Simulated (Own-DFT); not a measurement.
# Response to strain: beta-Si3N4, 112 atoms (N64Si48)

Calculated results; nothing here was measured. The program, named Own-DFT, is a retired in-house plane-wave density functional code that no person has reviewed. Each row is one single-point run on a periodic cell that was not relaxed, without spin or spin-orbit coupling.

Settings of every run: PBE; PseudoDojo norm-conserving scalar-relativistic files; cutoff 42 hartree; 2 x 2 x 4 k mesh centred on Gamma; Fermi-Dirac smearing of 0.1 eV.

Known limits, some of them of some rows only: some atoms lie very close together; forces on such cells moved up to 12 meV/angstrom on a denser k mesh; stress not checked against mesh or cutoff.

Unstrained cell vectors in Å: (15.212, 0.000, 0.000); (-7.606, 13.174, 0.000); (0.000, 0.000, 5.818). The unstrained cell has measured lattice constants (interpolated for alloys), not those of this functional. That, the random moves and any unrelaxed bonds set the pressure at no strain. Each run strains this cell uniformly, with the atoms carried along. Every atom was also moved at random, by a Gaussian of width 0.05 Å on each axis. Strain is the symmetric tensor, in per cent. Stress is positive in tension, and the pressure is minus a third of its trace.

```
run,e_xx (%),e_yy (%),e_zz (%),e_yz (%),e_xz (%),e_xy (%),s_xx (GPa),s_yy (GPa),s_zz (GPa),s_yz (GPa),s_xz (GPa),s_xy (GPa),P (GPa),E (meV/atom)
1,1.82,1.92,0.86,-1.50,-0.39,-0.23,4.29,6.25,-4.74,-3.51,0.83,-0.62,-1.93,47.0
2,0.48,-0.09,0.87,0.61,-1.31,1.65,-3.46,-6.83,-4.90,2.98,-5.67,7.63,5.06,24.4
3,-1.93,-0.59,-0.92,0.05,0.48,0.49,-18.67,-15.07,-18.11,0.20,1.07,1.45,17.28,36.1
4,-0.50,-0.93,1.23,1.25,0.15,-0.67,-10.89,-11.95,-3.94,5.05,0.52,-2.25,8.93,29.6
5,-0.05,-1.26,0.14,-0.48,-0.85,-1.49,-7.52,-14.54,-14.52,-1.79,-2.86,-4.65,12.19,56.4
6,1.09,-1.13,1.81,1.32,1.79,1.35,-1.07,-9.63,0.65,4.71,6.53,5.57,3.35,15.2
7,-0.78,-1.02,1.30,0.26,-0.21,-1.53,-10.51,-13.33,-3.91,-0.53,0.24,-6.06,9.25,17.0
8,-1.78,0.90,0.99,0.63,1.17,1.52,-13.41,-5.40,-5.38,3.35,3.99,3.70,8.06,41.3
9,1.69,-0.61,-1.43,-1.09,1.59,1.33,-1.45,-8.68,-19.05,-3.87,4.61,3.90,9.73,45.5
10,-0.54,-1.32,-0.50,-1.14,-1.72,0.93,-15.03,-14.46,-16.75,-4.28,-7.00,6.12,15.41,61.6
11,0.98,-1.59,0.95,-0.58,-1.45,-1.60,-1.64,-16.92,-6.63,-4.72,-4.14,-7.26,8.39,58.4
12,-1.75,1.95,1.89,-1.73,1.49,1.99,-11.42,0.80,1.82,-6.50,5.27,6.46,2.93,26.5
13,-1.21,-1.30,0.78,1.87,1.64,-0.96,-14.84,-14.82,-7.34,5.38,6.67,-3.62,12.33,35.7
14,0.81,1.97,-0.04,0.92,0.50,1.23,-0.79,4.73,-9.81,3.48,1.92,4.19,1.95,21.4
15,-1.33,-0.84,-0.35,-0.24,-1.80,0.56,-17.13,-13.61,-15.93,-1.77,-5.80,4.18,15.56,54.1
16,1.69,-0.40,1.14,-1.46,0.14,-0.88,2.58,-6.12,-1.61,-6.36,0.97,-3.58,1.72,0.0
17,0.92,0.16,1.32,-0.60,0.94,0.20,-1.86,-5.90,0.29,-2.28,3.23,0.16,2.49,19.4
18,-0.46,-1.16,0.06,0.80,-0.59,0.21,?,?,?,?,?,?,?,?
```

E is the free energy for each atom above the lowest run shown.

## Worked fit

Each stress component was fitted by least squares to a constant and the strains of the runs shown, as fractions, with shears doubled. Shear strains stay in the fit of a normal stress only where such slopes are resolved. The slopes, in GPa:

| stress | at no strain | per e_xx | per e_yy | per e_zz | scatter |
|---|---|---|---|---|---|
| s_xx | -7.7 | 515 ± 23 | 120 ± 25 | 144 ± 32 | 1.19 |
| s_yy | -7.5 | 152 ± 22 | 535 ± 24 | 43 ± 31 | 1.15 |
| s_zz | -11.4 | 67 ± 26 | 78 ± 29 | 675 ± 37 | 1.37 |

Each shear stress against twice its own strain: yz 191 ± 13, xz 175 ± 7, xy 207 ± 13 GPa. These are stiffnesses along x, y and z of the frame in which the cell vectors are given, which need not be the crystal's axes. The atoms are held to the strained lattice; where symmetry lets them move under strain, relaxing them would lower some slopes. The table should be nearly symmetric about its diagonal, and what it lacks of that shows the noise. A ninth of its sum, 259 ± 7 GPa, estimates the bulk modulus near the mean pressure of these runs, 7.8 GPa, so it lies above the value at zero pressure.

## Withheld run

Question: what normal stresses and pressure should run 18 give?

The fit gives s_xx = -11.3, s_yy = -14.4, s_zz = -12.2 and P = 12.6 GPa. The calculation gave -13.21, -13.34, -12.09 and P = 12.88 GPa.
